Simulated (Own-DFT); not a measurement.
SiC (4H silicon carbide, atoms displaced), GaP (zincblende, atoms displaced) (calculated)

A calculation, not a measurement: plane-wave PBE density functional theory by an unreviewed code, no spin, of a simulated periodic cell, stress positive in tension, free energy of the whole cell less one offset for each atom, forces on such cells passed a denser k mesh, this cell's mesh not checked; offsets are fitted by least squares, one for each functional and potential file, so energies compare only between cells with the same atoms and settings and are not formation energies; the far tail of each file's local potential was reset to the Coulomb form; each entry is a single point on an unrelaxed cell, so the pressure reflects the starting lattice, mostly measured values (interpolated for alloys), from which strain is counted, and rises with the displacements; printed positions are rounded, which can move forces by about a meV/angstrom; the program, named Own-DFT, is a retired in-house code; no spin-orbit coupling. Program: Own-DFT development build.

Settings shared by all entries: functional PBE; potential files PseudoDojo norm-conserving, scalar-relativistic, standard set; wave cutoff 42 hartree; occupations Fermi-Dirac; smearing width 0.1 eV; k mesh 3 x 3 x 3 centred on Gamma.

(1) SiC (4H silicon carbide, atoms displaced)

```
CELL_PARAMETERS angstrom
12.33080 0.00000 0.00000
-6.16540 10.67880 0.00000
0.00000 0.00000 10.06810
ATOMIC_POSITIONS crystal
Si 0.00103 0.99645 0.40755
Si 0.08187 0.16444 0.15985
C 0.00164 0.00069 0.09585
C 0.08650 0.16713 0.34386
Si 0.00030 0.24993 0.40669
Si 0.08570 0.41782 0.15392
C 0.00005 0.25341 0.08848
C 0.08008 0.41188 0.34429
Si 0.00360 0.50147 0.40541
Si 0.08158 0.67072 0.15744
C 0.99983 0.49713 0.09123
C 0.08372 0.66695 0.34574
Si 0.99665 0.74596 0.40313
Si 0.08629 0.92206 0.15726
C 0.00226 0.75026 0.09567
C 0.08197 0.91202 0.33800
Si 0.24550 0.99892 0.40598
Si 0.33167 0.16376 0.15263
C 0.25155 0.99917 0.09775
C 0.33215 0.16420 0.33942
Si 0.24824 0.24819 0.40238
Si 0.33119 0.41269 0.15734
C 0.25024 0.25096 0.09715
C 0.33358 0.42009 0.34012
Si 0.25103 0.50176 0.40292
Si 0.33503 0.66949 0.15414
C 0.25151 0.50384 0.08958
C 0.33291 0.66697 0.34290
Si 0.24715 0.74899 0.39928
Si 0.33325 0.91759 0.15147
C 0.25034 0.74742 0.09239
C 0.33587 0.91937 0.34784
Si 0.49758 0.99698 0.40143
Si 0.58603 0.16368 0.15878
C 0.49969 0.99507 0.09345
C 0.58751 0.17386 0.34118
Si 0.50139 0.24905 0.40565
Si 0.57683 0.41165 0.15334
C 0.50154 0.25405 0.09317
C 0.58498 0.41957 0.34789
Si 0.49841 0.50098 0.41138
Si 0.58213 0.66659 0.15841
C 0.49836 0.50172 0.09736
C 0.58589 0.66516 0.34640
Si 0.49967 0.75046 0.40999
Si 0.58191 0.91922 0.15597
C 0.50213 0.75028 0.09417
C 0.58400 0.91530 0.34572
Si 0.74725 0.99611 0.40420
Si 0.83349 0.16711 0.16007
C 0.75384 0.99898 0.09601
C 0.82982 0.16221 0.34380
Si 0.75297 0.25362 0.40667
Si 0.83207 0.41842 0.15837
C 0.74816 0.24523 0.09002
C 0.83425 0.41715 0.34038
Si 0.74971 0.50329 0.40758
Si 0.82634 0.66206 0.16403
C 0.74947 0.49734 0.09366
C 0.83491 0.66866 0.34063
Si 0.75173 0.75217 0.40627
Si 0.83039 0.91738 0.15401
C 0.74395 0.74654 0.09913
C 0.83275 0.91645 0.34748
Si 0.00536 0.00483 0.90749
Si 0.91687 0.82942 0.65806
C 0.99944 0.99872 0.59737
C 0.91745 0.82755 0.84432
Si 0.00633 0.75243 0.89813
Si 0.91818 0.57941 0.65954
C 0.00491 0.74879 0.58934
C 0.91772 0.58011 0.84544
Si 0.00095 0.50124 0.90638
Si 0.92248 0.34015 0.65636
C 0.00118 0.49777 0.59262
C 0.91498 0.33359 0.84434
Si 0.00116 0.25370 0.90698
Si 0.92181 0.08827 0.66232
C 0.00296 0.24536 0.59664
C 0.91670 0.08562 0.84677
Si 0.74744 0.99669 0.91039
Si 0.66926 0.83475 0.65471
C 0.74758 0.99137 0.59048
C 0.67027 0.83283 0.84072
Si 0.75403 0.75121 0.90712
Si 0.66723 0.58090 0.66344
C 0.74845 0.74812 0.59394
C 0.67145 0.58601 0.84738
Si 0.74768 0.49877 0.90187
Si 0.66384 0.33490 0.66002
C 0.75145 0.50401 0.58854
C 0.66344 0.33065 0.84314
Si 0.75182 0.24798 0.90682
Si 0.66477 0.08366 0.65560
C 0.75227 0.25018 0.59410
C 0.66288 0.08405 0.84362
Si 0.50178 0.00502 0.90474
Si 0.41233 0.83328 0.65363
C 0.50171 0.00058 0.59508
C 0.41572 0.83144 0.84251
Si 0.49580 0.74916 0.90254
Si 0.41520 0.58722 0.65805
C 0.50181 0.75195 0.59870
C 0.41600 0.58350 0.84473
Si 0.49770 0.49996 0.91126
Si 0.41979 0.33626 0.65861
C 0.49346 0.49890 0.59610
C 0.41827 0.33501 0.84782
Si 0.50335 0.25366 0.90279
Si 0.41177 0.08184 0.65855
C 0.50199 0.24919 0.59130
C 0.41807 0.08077 0.84708
Si 0.25251 0.00102 0.90450
Si 0.16662 0.83309 0.65618
C 0.24742 0.99369 0.58497
C 0.16345 0.83231 0.84099
Si 0.24777 0.74946 0.90068
Si 0.16817 0.57817 0.65809
C 0.25517 0.75010 0.59507
C 0.16723 0.58309 0.84158
Si 0.25303 0.49723 0.90881
Si 0.16912 0.33749 0.65433
C 0.24858 0.50066 0.59340
C 0.17111 0.33858 0.84069
Si 0.24677 0.24848 0.90699
Si 0.16936 0.08814 0.65606
C 0.24678 0.24692 0.59430
C 0.17118 0.08544 0.84049
```

```
hardware                          : one NVIDIA H200
free energy of cell above offsets : -18.476 eV
pressure                          : 3.84 GPa
stress xx                         : -3.29 GPa
stress yy                         : -3.3 GPa
stress zz                         : -4.92 GPa
stress yz                         : 0.39 GPa
stress xz                         : -0.46 GPa
stress xy                         : 0.04 GPa
wall time                         : 522.8 s
```

Force:
| element | x (eV/Å) | y (eV/Å) | z (eV/Å) |
| --- | --- | --- | --- |
| Si | -0.587 | 0.462 | 0.181 |
| Si | -0.395 | 0.956 | -0.882 |
| C | -0.461 | -0.004 | -0.57 |
| C | -1.128 | -0.775 | 0.303 |
| Si | 0.018 | -1.117 | 0.297 |
| Si | -0.449 | 0.014 | 0.077 |
| C | 0.687 | -0.772 | 1.687 |
| C | 0.519 | 1.171 | -0.305 |
| Si | -0.652 | -0.65 | -0.254 |
| Si | 1.356 | -1.392 | -0.511 |
| C | -0.578 | 0.963 | 0.865 |
| C | -0.288 | -0.375 | -0.58 |
| Si | 0.621 | 0.696 | 0.282 |
| Si | 0.06 | -1.866 | -0.81 |
| C | -1.49 | 0.704 | -0.924 |
| C | -0.338 | 0.491 | 1.616 |
| Si | 1.01 | -0.028 | -1.264 |
| Si | 0.556 | 1.043 | 0.449 |
| C | -0.592 | 0.306 | -1.777 |
| C | -0.004 | 0.416 | 0.793 |
| Si | 0.899 | 0.822 | 0.658 |
| Si | -0.357 | 1.601 | -0.458 |
| C | -0.288 | -1.122 | -0.965 |
| C | 0.269 | -0.834 | 1.224 |
| Si | -0.417 | -0.431 | 0.335 |
| Si | 0.484 | -0.373 | 0.077 |
| C | 0.505 | -0.915 | 1.327 |
| C | 0.038 | 0.131 | -0.105 |
| Si | 0.991 | 0.779 | 1.665 |
| Si | 0.714 | -1.022 | 1.338 |
| C | -1.063 | 0.899 | -0.315 |
| C | -1.07 | -0.831 | -1.608 |
| Si | 0.756 | 1.478 | 1.424 |
| Si | -1.077 | 0.73 | -1.05 |
| C | -1.05 | 1.537 | -0.399 |
| C | 0.468 | -1.694 | 0.724 |
| Si | -0.752 | 0.573 | -0.403 |
| Si | 0.892 | 1.932 | 1.311 |
| C | 0.286 | -2.327 | -0.611 |
| C | -0.654 | -0.687 | -0.551 |
| Si | 0.488 | -0.217 | -0.844 |
| Si | -0.424 | -0.157 | 0.376 |
| C | 0.165 | -0.677 | -0.442 |
| C | -1.047 | 0.519 | 0.156 |
| Si | 0.463 | -0.455 | -0.262 |
| Si | 1.713 | -1.433 | 0.371 |
| C | -0.624 | 0.413 | -0.413 |
| C | -0.794 | -0.029 | -0.71 |
| Si | 0.389 | 0.549 | 0.866 |
| Si | 0.326 | 0.085 | -1.16 |
| C | -1.942 | 0.769 | -0.306 |
| C | 0.42 | 0.875 | 0.576 |
| Si | -0.066 | -0.534 | 0.082 |
| Si | 0.892 | -0.861 | -1.268 |
| C | 0.071 | 0.793 | 1.007 |
| C | -0.006 | 0.731 | 1.407 |
| Si | 0.489 | -0.543 | -1.08 |
| Si | 1.038 | 0.74 | -2.851 |
| C | -1.039 | 0.2 | -0.297 |
| C | -0.438 | -0.491 | 1.939 |
| Si | -0.088 | -0.586 | 0.388 |
| Si | 1.62 | -1.157 | 1.285 |
| C | 1.221 | 0.809 | -1.036 |
| C | 0.519 | 0.251 | -1.065 |
| Si | -0.493 | -1.147 | -0.436 |
| Si | -0.206 | 0.332 | -0.705 |
| C | 0.518 | 0.061 | -0.133 |
| C | -0.267 | 1.714 | 0.27 |
| Si | -1.652 | -1.684 | 2.499 |
| Si | -0.391 | 0.733 | -0.989 |
| C | -1.145 | -0.566 | 0.733 |
| C | -0.67 | 0.621 | -0.438 |
| Si | 0.523 | -0.574 | 0.2 |
| Si | -0.189 | -2.593 | 0.136 |
| C | 0.132 | 1.07 | -0.247 |
| C | 0.591 | 0.407 | -0.245 |
| Si | 0.146 | -0.144 | -0.809 |
| Si | -0.768 | -2.325 | -1.022 |
| C | -1.13 | 2.035 | -0.708 |
| C | 0.367 | -0.159 | 0.458 |
| Si | 0.006 | 0.56 | -1.029 |
| Si | 0.05 | -0.931 | 0.444 |
| C | -0.255 | 2.932 | 0.583 |
| C | -0.738 | -0.096 | 0.942 |
| Si | -0.563 | -0.172 | 0.604 |
| Si | -0.977 | 0.817 | -1.588 |
| C | 0.671 | -0.283 | 0.19 |
| C | -1.173 | -0.747 | 0.061 |
| Si | 1.015 | 0.004 | 1.463 |
| Si | 1.424 | -0.254 | -1.589 |
| C | 0.392 | -0.822 | 2.013 |
| C | 1.014 | 0.782 | 0.223 |
| Si | -0.777 | 0.237 | -0.453 |
| Si | 1.176 | -0.468 | -0.297 |
| C | -0.328 | 0.693 | 0.159 |
| C | 1.49 | -0.215 | 0.151 |
| Si | 0.765 | -2.081 | 0.388 |
| Si | 1.945 | 0.727 | 0.666 |
| C | -1.141 | 0.018 | -0.686 |
| C | -0.775 | 1.069 | 0.052 |
| Si | 1.442 | 0.358 | 0.754 |
| Si | 0.458 | -0.572 | -0.062 |
| C | -0.497 | -0.129 | -0.763 |
| C | 0.332 | -0.107 | 0.045 |
| Si | 0.665 | 0.59 | -0.48 |
| Si | -0.737 | -0.934 | -0.454 |
| C | 1.054 | 0.59 | 0.475 |
| C | -0.394 | -0.298 | -0.449 |
| Si | -0.774 | -0.966 | 1.242 |
| Si | 1.212 | -0.169 | -1.114 |
| C | -1.045 | -0.047 | 0.905 |
| C | -1.47 | 1.153 | -0.624 |
| Si | -0.324 | -0.386 | 0.651 |
| Si | 0.79 | -0.544 | -1.073 |
| C | -0.554 | 1.566 | 2.444 |
| C | 1.626 | 1.282 | -0.059 |
| Si | 0.707 | -0.198 | 0.787 |
| Si | -1.157 | 1.64 | -0.452 |
| C | -2.104 | -1.123 | -1.007 |
| C | 0.214 | -0.51 | 0.694 |
| Si | -1.188 | 1.256 | -0.779 |
| Si | 0.455 | -0.985 | 0.052 |
| C | 1.006 | -0.129 | -0.816 |
| C | -0.361 | -1.359 | 0.598 |
| Si | 0.688 | 0.897 | 0.017 |
| Si | -0.006 | -1.94 | -0.769 |
| C | 0.825 | 1.642 | -0.607 |
| C | -0.239 | -0.214 | 0.971 |

(2) GaP (zincblende, atoms displaced)

```
CELL_PARAMETERS angstrom
10.90100 0.00000 0.00000
0.00000 10.90100 0.00000
0.00000 0.00000 10.90100
ATOMIC_POSITIONS crystal
Ga 0.99593 0.00371 0.00077
Ga 0.99606 0.23968 0.25350
Ga 0.25566 0.01159 0.24638
Ga 0.25894 0.26138 0.99855
P 0.13064 0.13589 0.13494
P 0.11849 0.37400 0.38416
P 0.36588 0.11975 0.37443
P 0.38393 0.36412 0.11005
Ga 0.97744 0.99855 0.49325
Ga 0.00291 0.23855 0.74437
Ga 0.23980 0.01731 0.75701
Ga 0.25395 0.25440 0.49019
P 0.11729 0.11059 0.63007
P 0.12831 0.38321 0.89961
P 0.37632 0.14422 0.87765
P 0.37209 0.38054 0.63639
Ga 0.99367 0.49872 0.00176
Ga 0.99836 0.74412 0.25181
Ga 0.26551 0.49822 0.23799
Ga 0.25937 0.74779 0.01710
P 0.12178 0.62391 0.12335
P 0.12019 0.87310 0.37104
P 0.37872 0.62864 0.37145
P 0.38862 0.88443 0.12987
Ga 0.99803 0.50499 0.50552
Ga 0.99317 0.73806 0.74440
Ga 0.26794 0.49994 0.74829
Ga 0.26828 0.73953 0.50959
P 0.14088 0.62027 0.63139
P 0.12321 0.88536 0.87259
P 0.39073 0.61406 0.89054
P 0.36284 0.87613 0.62722
Ga 0.50066 0.00790 0.99830
Ga 0.49764 0.26057 0.24041
Ga 0.75678 0.99444 0.25175
Ga 0.75143 0.25888 0.99376
P 0.61268 0.11675 0.12655
P 0.62866 0.37937 0.38277
P 0.87472 0.12623 0.36954
P 0.87631 0.39203 0.13702
Ga 0.52698 0.00055 0.51435
Ga 0.51146 0.25206 0.74642
Ga 0.75851 0.99494 0.74572
Ga 0.75599 0.24705 0.51499
P 0.62769 0.12314 0.62469
P 0.62155 0.37161 0.86901
P 0.87855 0.11827 0.87046
P 0.86559 0.36866 0.62913
Ga 0.51258 0.51322 0.00059
Ga 0.51225 0.74717 0.25233
Ga 0.74693 0.50167 0.25453
Ga 0.75640 0.74865 0.00014
P 0.62503 0.62823 0.13050
P 0.62104 0.87495 0.37082
P 0.88143 0.62618 0.37286
P 0.89165 0.87605 0.13426
Ga 0.50425 0.52318 0.50827
Ga 0.48137 0.75585 0.75404
Ga 0.75068 0.48513 0.75885
Ga 0.75684 0.73925 0.50491
P 0.62517 0.62063 0.62326
P 0.62514 0.86287 0.85962
P 0.86917 0.63074 0.88012
P 0.88187 0.87432 0.62159
```

```
hardware                          : one NVIDIA H100
free energy of cell above offsets : -27.252 eV
pressure                          : 4.63 GPa
stress xx                         : -4.53 GPa
stress yy                         : -4.53 GPa
stress zz                         : -4.83 GPa
stress yz                         : -0.91 GPa
stress xz                         : -0.65 GPa
stress xy                         : 0.1 GPa
wall time                         : 573 s
```

Force:
| element | x (eV/Å) | y (eV/Å) | z (eV/Å) |
| --- | --- | --- | --- |
| Ga | 1.337 | 0.105 | 0.445 |
| Ga | 0.762 | 2.081 | -0.241 |
| Ga | -1.114 | -1.896 | 0.018 |
| Ga | -1.959 | -1.39 | 0.216 |
| P | -0.208 | -0.415 | -1.929 |
| P | 0.305 | 0.44 | -1.213 |
| P | 2.656 | 1.138 | 1.164 |
| P | 0.861 | 3.122 | 1.091 |
| Ga | 2.633 | -0.286 | -0.368 |
| Ga | 0.217 | 1.298 | 1.014 |
| Ga | 1.417 | -1.015 | 0.71 |
| Ga | -0.515 | -0.387 | 1.375 |
| P | -0.147 | 1.504 | -2.579 |
| P | -0.28 | -0.387 | -3.16 |
| P | 0.429 | -1.68 | -1.031 |
| P | 1.997 | -1.795 | -2.662 |
| Ga | 0.113 | 0.97 | 0.194 |
| Ga | 1.485 | 0.273 | 0.146 |
| Ga | -1.186 | -0.401 | 0.485 |
| Ga | -0.298 | 0.798 | -0.972 |
| P | 0.515 | -0.216 | 0.397 |
| P | 0.875 | 0.176 | 0.712 |
| P | 0.235 | -0.485 | -0.383 |
| P | -0.733 | -0.825 | -0.044 |
| Ga | 0.397 | -0.552 | 0.227 |
| Ga | 1.432 | 0.987 | 0.478 |
| Ga | -1.879 | 0.761 | 2.882 |
| Ga | -1.928 | 0.808 | -1.385 |
| P | -1.342 | 0.076 | -0.095 |
| P | 0.125 | -1.694 | 0.824 |
| P | -2.683 | 2.332 | -2.033 |
| P | 1.344 | 1.621 | 0.58 |
| Ga | -0.236 | -1.072 | -1.555 |
| Ga | 0.774 | -1.346 | 2.035 |
| Ga | -0.947 | 0.158 | -0.517 |
| Ga | 0.207 | -0.942 | 1.049 |
| P | 2.446 | 1.389 | 0.485 |
| P | -0.773 | -0.486 | 0.052 |
| P | -1.629 | 0.172 | 1.024 |
| P | -0.201 | -2.187 | -0.792 |
| Ga | -3.488 | -1.834 | -2.157 |
| Ga | -1.56 | -0.21 | -0.393 |
| Ga | -0.654 | -0.356 | 0.404 |
| Ga | -0.916 | -0.282 | -2.435 |
| P | 1.53 | 1.099 | 1.808 |
| P | 0.294 | 0.671 | 1.605 |
| P | -0.876 | 1.031 | 0.647 |
| P | 2.342 | 1.079 | 0.649 |
| Ga | 0.969 | -2.661 | 1.049 |
| Ga | -1.579 | 0.801 | -0.046 |
| Ga | -0.198 | 0.292 | 0.709 |
| Ga | -0.93 | 1.512 | 0.968 |
| P | 1.47 | -0.15 | -0.403 |
| P | 1.737 | -0.061 | 1.305 |
| P | -0.89 | -0.573 | 0.639 |
| P | -1.727 | -0.096 | -1.169 |
| Ga | -1.485 | -2.758 | -1.675 |
| Ga | 0.613 | -0.961 | -0.428 |
| Ga | -0.059 | 1.671 | -0.555 |
| Ga | -0.55 | 0.927 | -0.527 |
| P | 1.433 | 1.585 | 2.61 |
| P | 0.43 | 1.462 | 1.492 |
| P | 0.736 | -1.81 | -1.086 |
| P | -1.142 | -1.13 | 0.344 |
